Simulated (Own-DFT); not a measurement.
# Computed records: Al32O47 (corundum with one vacancy, atoms displaced)

A calculation, not a measurement: plane-wave PBE density functional theory by an unreviewed code, no spin, of a simulated periodic cell, stress positive in tension, free energy of the whole cell less one offset for each atom, some atoms lie very close together, defect cell not probed for a lower state with spin; oxygen file: force components 24 meV/angstrom off all-electron in one glass; forces on such cells passed a denser k mesh, this cell's mesh not checked; offsets are fitted by least squares, one for each functional and potential file, so energies compare only between cells with the same atoms and settings and are not formation energies; the far tail of each file's local potential was reset to the Coulomb form; each entry is a single point on an unrelaxed cell, so the pressure reflects the starting lattice, mostly measured values, from which strain is counted, and rises with the displacements; printed positions are rounded, which can move forces by about a meV/angstrom; the program is a retired in-house code; no spin-orbit coupling; before rounding, a Quantum ESPRESSO 7.3.1 run of the same cell and cutoff gave forces within 1 meV/angstrom rms on each cell, which checks the program and not the settings. Program: Own-DFT development build.

```cif
# cell vector a (Å): 5.4940 0.0000 8.6604
# cell vector b (Å): -2.7470 4.7579 8.6604
# cell vector c (Å): -2.7470 -4.7579 8.6604
data_Al32O47
_symmetry_space_group_name_H-M 'P 1'
_symmetry_Int_Tables_number 1
_cell_length_a 10.2561
_cell_length_b 10.2560
_cell_length_c 10.2560
_cell_angle_alpha 55.280
_cell_angle_beta 55.280
_cell_angle_gamma 55.280
_cell_volume 679.15
loop_
_atom_site_label
_atom_site_type_symbol
_atom_site_fract_x
_atom_site_fract_y
_atom_site_fract_z
_atom_site_occupancy
Al1 Al 0.17298 0.18092 0.16930 1
Al2 Al 0.33172 0.33104 0.30969 1
Al3 Al 0.43977 0.42509 0.42186 1
Al4 Al 0.06733 0.05969 0.09262 1
O1 O 0.28448 0.46175 0.12242 1
O2 O 0.46286 0.13021 0.27614 1
O3 O 0.12534 0.28358 0.45859 1
O4 O 0.22161 0.02348 0.38065 1
O5 O 0.02271 0.38384 0.21587 1
O6 O 0.38463 0.20434 0.02634 1
Al5 Al 0.17658 0.18598 0.67300 1
Al6 Al 0.32330 0.31346 0.83066 1
Al7 Al 0.45056 0.42922 0.90583 1
Al8 Al 0.07825 0.08338 0.56132 1
O7 O 0.29322 0.45912 0.62321 1
O8 O 0.45187 0.13475 0.77806 1
O9 O 0.11856 0.28561 0.98737 1
O10 O 0.23029 0.04161 0.87252 1
O11 O 0.04287 0.37298 0.72371 1
O12 O 0.36279 0.22637 0.52980 1
Al9 Al 0.18639 0.65383 0.16756 1
Al10 Al 0.33134 0.81801 0.32735 1
Al11 Al 0.43713 0.93885 0.40414 1
Al12 Al 0.06588 0.57522 0.08875 1
O13 O 0.29438 0.97754 0.11577 1
O14 O 0.47301 0.62515 0.27306 1
O15 O 0.13715 0.76788 0.47113 1
O16 O 0.22156 0.51533 0.38862 1
O17 O 0.04024 0.86770 0.21867 1
O18 O 0.37434 0.73294 0.01552 1
Al13 Al 0.17264 0.68681 0.66776 1
Al14 Al 0.30184 0.81706 0.83762 1
Al15 Al 0.41739 0.92929 0.92198 1
Al16 Al 0.08546 0.58773 0.57024 1
O19 O 0.28112 0.97265 0.61838 1
O20 O 0.47112 0.61849 0.78646 1
O21 O 0.11099 0.77605 0.98196 1
O22 O 0.23011 0.51100 0.87561 1
O23 O 0.38503 0.72338 0.51705 1
Al17 Al 0.66294 0.17500 0.17126 1
Al18 Al 0.82207 0.33838 0.32413 1
Al19 Al 0.92403 0.42640 0.44092 1
Al20 Al 0.58023 0.06423 0.07003 1
O24 O 0.77329 0.46365 0.14584 1
O25 O 0.97159 0.12758 0.28648 1
O26 O 0.60992 0.29688 0.46363 1
O27 O 0.70289 0.03333 0.39816 1
O28 O 0.50880 0.38364 0.23412 1
O29 O 0.87446 0.22520 0.01957 1
Al21 Al 0.66970 0.16735 0.68283 1
Al22 Al 0.81989 0.33369 0.82004 1
Al23 Al 0.92957 0.42755 0.93181 1
Al24 Al 0.58809 0.06121 0.55777 1
O30 O 0.78358 0.45573 0.63228 1
O31 O 0.98613 0.12349 0.76740 1
O32 O 0.62140 0.27104 0.96124 1
O33 O 0.73692 0.01104 0.86747 1
O34 O 0.52375 0.38306 0.73309 1
O35 O 0.88144 0.22315 0.51282 1
Al25 Al 0.68548 0.68056 0.18007 1
Al26 Al 0.84014 0.81632 0.32312 1
Al27 Al 0.91814 0.95079 0.40696 1
Al28 Al 0.56332 0.59351 0.06451 1
O36 O 0.77997 0.98608 0.11799 1
O37 O 0.95376 0.63205 0.27130 1
O38 O 0.64111 0.76512 0.45812 1
O39 O 0.72345 0.53905 0.37589 1
O40 O 0.52223 0.87973 0.22537 1
O41 O 0.86803 0.72212 0.04518 1
Al29 Al 0.67901 0.67742 0.67502 1
Al30 Al 0.82296 0.81983 0.82711 1
Al31 Al 0.91452 0.93465 0.92256 1
Al32 Al 0.57323 0.58241 0.55633 1
O42 O 0.77776 0.98099 0.61032 1
O43 O 0.96285 0.62202 0.79374 1
O44 O 0.61863 0.80325 0.96156 1
O45 O 0.71253 0.53857 0.86544 1
O46 O 0.52483 0.88553 0.70314 1
O47 O 0.88580 0.71646 0.52802 1
_calc_functional 'PBE'
_calc_potential_files 'PseudoDojo norm-conserving, scalar-relativistic, standard set'
_calc_wave_cutoff 72  # hartree
_calc_occupations 'Fermi-Dirac'
_calc_smearing_width 0.1  # eV
_calc_k_mesh '3 x 3 x 3 centred on Gamma'
_calc_free_energy_of_cell_above_offsets '-43.279'  # eV
_calc_pressure 14.03  # GPa
_calc_stress_xx -14.1  # GPa
_calc_stress_yy -14.69  # GPa
_calc_stress_zz -13.29  # GPa
_calc_stress_yz 0.4  # GPa
_calc_stress_xz 0.97  # GPa
_calc_stress_xy -1.74  # GPa
```

Force:
```
element  x (eV/Å)  y (eV/Å)  z (eV/Å)
     Al     0.714    -0.983     1.865
     Al    -2.523    -3.481     0.837
     Al    -4.738     0.899    -3.082
     Al     1.892     4.965     1.173
      O    -0.596     1.543     0.129
      O     1.664     1.603     1.205
      O     0.268    -0.225     0.742
      O      0.74     1.327     -1.02
      O     0.253    -1.009     0.457
      O    -0.343     0.142     0.775
     Al     0.628    -0.923    -0.325
     Al     -1.37     1.477     1.432
     Al     -4.08     -2.15    -3.169
     Al     0.227    -1.284     0.409
      O    -2.076     1.125     0.711
      O     3.687    -0.396     0.687
      O     0.042     0.399    -2.225
      O    -1.949    -1.106    -2.731
      O    -2.348      0.66    -0.103
      O     3.086     0.256     0.562
     Al    -1.388    -0.691     3.554
     Al     -0.36     1.466    -0.541
     Al     -2.14    -4.143    -0.184
     Al     2.493     0.887    -3.765
      O     -1.79    -1.965    -1.319
      O    -0.168     1.328      0.81
      O    -1.283     1.728     0.288
      O    -0.608     3.322    -1.266
      O    -1.472    -1.243    -0.842
      O    -0.867    -1.376    -1.171
     Al     0.164    -2.037     2.569
     Al     2.476     3.601     0.618
     Al     0.362     1.834     1.352
     Al     0.946    -2.692    -3.097
      O      0.05    -0.812    -0.003
      O    -0.448     3.572     1.779
      O     0.513       0.2     0.497
      O    -2.164     1.337     1.451
      O    -1.269    -0.309    -0.586
     Al    -0.177     0.846     2.589
     Al    -0.037    -2.159     0.147
     Al      1.22     1.083    -1.856
     Al    -1.427     1.564    -1.179
      O      0.38     4.311    -2.189
      O      0.77     1.055    -1.407
      O     5.304    -3.703     3.742
      O     13.99     8.383    -8.381
      O     3.886     1.939    -1.165
      O    -1.121    -1.203     0.353
     Al    -0.516     2.145    -0.272
     Al     1.545    -1.968     1.072
     Al     0.442    -1.366    -0.868
     Al    -14.62    -5.028     6.699
      O    -1.435     1.623     0.509
      O    -1.705    -0.596    -0.354
      O     2.074    -1.639     3.288
      O    -2.066     0.963     1.196
      O     3.996     1.163     -3.17
      O    -1.759    -1.317     0.543
     Al    -1.671    -0.822    -2.497
     Al    -1.233     -0.29    -0.756
     Al     0.086    -4.218      0.85
     Al      1.07    -1.786     1.079
      O     0.149    -1.526    -0.649
      O     1.356    -1.324     2.763
      O    -1.138     0.715     1.813
      O     1.437    -0.434    -1.728
      O     2.147     0.263      0.04
      O     1.127     2.194     -0.15
     Al    -0.784     1.948    -1.117
     Al     1.142     0.845    -0.286
     Al     2.297     0.228     0.735
     Al    -1.317     -2.66      1.38
      O    -0.373    -1.461     1.158
      O     0.752     1.448    -0.079
      O       0.5    -2.204    -1.359
      O    -0.132    -2.493     1.768
      O     0.487    -2.402         0
      O    -0.871     1.041    -0.738
```
